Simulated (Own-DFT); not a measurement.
# How strain changes the stress of beta-Si3N4, 112 atoms (N64Si48)

Calculated results; nothing here was measured. The program, named Own-DFT, is a retired in-house plane-wave density functional code that no person has reviewed. Each row is one single-point run on a periodic cell that was not relaxed, without spin or spin-orbit coupling.

Settings of every run: PBE; PseudoDojo norm-conserving scalar-relativistic files; cutoff 42 hartree; 2 x 2 x 4 k mesh centred on Gamma; Fermi-Dirac smearing of 0.1 eV.

Known limits: forces on such cells moved up to 12 meV/angstrom on a denser k mesh; stress not checked against mesh or cutoff.

Unstrained cell vectors in Å: (15.212, 0.000, 0.000); (-7.606, 13.174, 0.000); (0.000, 0.000, 5.818). The unstrained cell has measured lattice constants (interpolated for alloys), not those of this functional. That, the random moves and any unrelaxed bonds set the pressure at no strain. Each run strains this cell uniformly, with the atoms carried along. Every atom was also moved at random, by a Gaussian of width 0.05 Å on each axis. Strain is the symmetric tensor, in per cent. Stress is positive in tension, and the pressure is minus a third of its trace.

```
run  e_xx (%)  e_yy (%)  e_zz (%)  e_yz (%)  e_xz (%)  e_xy (%)  s_xx (GPa)  s_yy (GPa)  s_zz (GPa)  s_yz (GPa)  s_xz (GPa)  s_xy (GPa)  P (GPa)  E (meV/atom)
  1     -1.97      1.16      0.36      1.57      1.43      0.23      -16.39       -3.77       -7.48        4.61        5.35        3.09     9.21           5.7
  2     -1.01     -0.88     -1.81     -0.19     -0.66     -1.96      -19.05      -12.95      -27.74       -0.73       -2.31       -7.65    19.92          67.0
  3     -0.43     -1.82      1.01     -1.18      0.00      0.94      -11.85      -13.96       -7.74       -3.77       -0.78        1.22    11.18          26.2
  4     -1.22      1.01      1.22     -1.07      1.44     -1.28      -10.51       -5.54       -1.10       -1.96        4.41       -4.48     5.72          13.4
  5     -1.10      1.22      0.09      1.69      1.04      1.22      -10.29       -4.29       -8.61        6.22        2.65        4.30     7.73          17.5
  6     -0.80      1.25      1.85     -0.46     -0.70      1.95       -8.34       -2.07        1.55       -2.39       -2.25        7.63     2.95          27.1
  7      0.77     -0.24     -0.63     -1.35     -1.72      0.75       -5.61       -8.58      -13.65       -5.16       -6.52        4.03     9.28          27.7
  8     -0.85     -1.27      1.34     -0.01      1.83      0.45      -12.50      -15.27       -3.13       -1.06        6.43        3.73    10.30          20.7
  9      1.33      0.61     -1.97     -1.97      0.20     -1.14       -2.73       -3.48      -20.31       -6.00       -0.18       -3.72     8.84          10.0
 10     -0.97     -1.59     -0.50     -0.06     -0.33     -1.53      -16.41      -18.38      -15.86        0.94       -2.37       -7.29    16.88          35.6
 11     -0.26     -1.53     -1.62      1.19      1.40     -0.64      -13.84      -19.03      -25.63        4.06        5.79       -2.34    19.50          74.5
 12     -0.40      1.62      0.74      0.96     -0.03     -0.51       -9.72        2.01       -1.33        3.13       -1.87       -0.36     3.01           0.0
 13     -1.16      0.70     -1.21     -1.33     -1.07     -0.14      -14.50       -7.57      -17.33       -5.28       -4.90       -1.39    13.13          29.9
 14     -0.79     -1.73     -1.26     -0.48      1.75     -1.51      -15.04      -20.72      -22.03        0.56        8.31       -5.67    19.27          36.4
 15     -0.33     -0.17     -0.69      1.63      0.10     -1.58      -11.43       -6.78      -16.78        3.82        1.49       -6.14    11.66          32.6
 16      1.93     -0.28      1.04      0.24      0.58      1.41        1.10       -3.64       -3.14        1.51        1.91        5.42     1.89          18.3
 17     -0.85     -1.10     -1.73     -1.18     -1.53     -1.95           ?           ?           ?           ?           ?           ?        ?             ?
```

E is the free energy for each atom above the lowest run shown.

## Worked fit

Each stress component was fitted by least squares to a constant and the strains of the runs shown, as fractions, with shears doubled. Shear strains stay in the fit of a normal stress only where such slopes are resolved. The slopes, in GPa:

| stress | at no strain | per e_xx | per e_yy | per e_zz | scatter |
|---|---|---|---|---|---|
| s_xx | -8.6 | 482 ± 32 | 136 ± 27 | 122 ± 27 | 1.23 |
| s_yy | -7.4 | 200 ± 47 | 507 ± 40 | 86 ± 40 | 1.82 |
| s_zz | -10.4 | 87 ± 38 | 188 ± 32 | 672 ± 32 | 1.46 |

Each shear stress against twice its own strain: yz 150 ± 13, xz 192 ± 15, xy 187 ± 19 GPa. These are stiffnesses along x, y and z of the frame in which the cell vectors are given, which need not be the crystal's axes. The atoms are held to the strained lattice; where symmetry lets them move under strain, relaxing them would lower some slopes. The table should be nearly symmetric about its diagonal, and what it lacks of that shows the noise. A ninth of its sum, 276 ± 8 GPa, estimates the bulk modulus near the mean pressure of these runs, 10.7 GPa, so it lies above the value at zero pressure.

## Withheld run

Question: what normal stresses and pressure should run 17 give?

The fit gives s_xx = -16.3, s_yy = -16.1, s_zz = -24.9 and P = 19.1 GPa. The calculation gave -15.33, -15.50, -27.38 and P = 19.40 GPa.
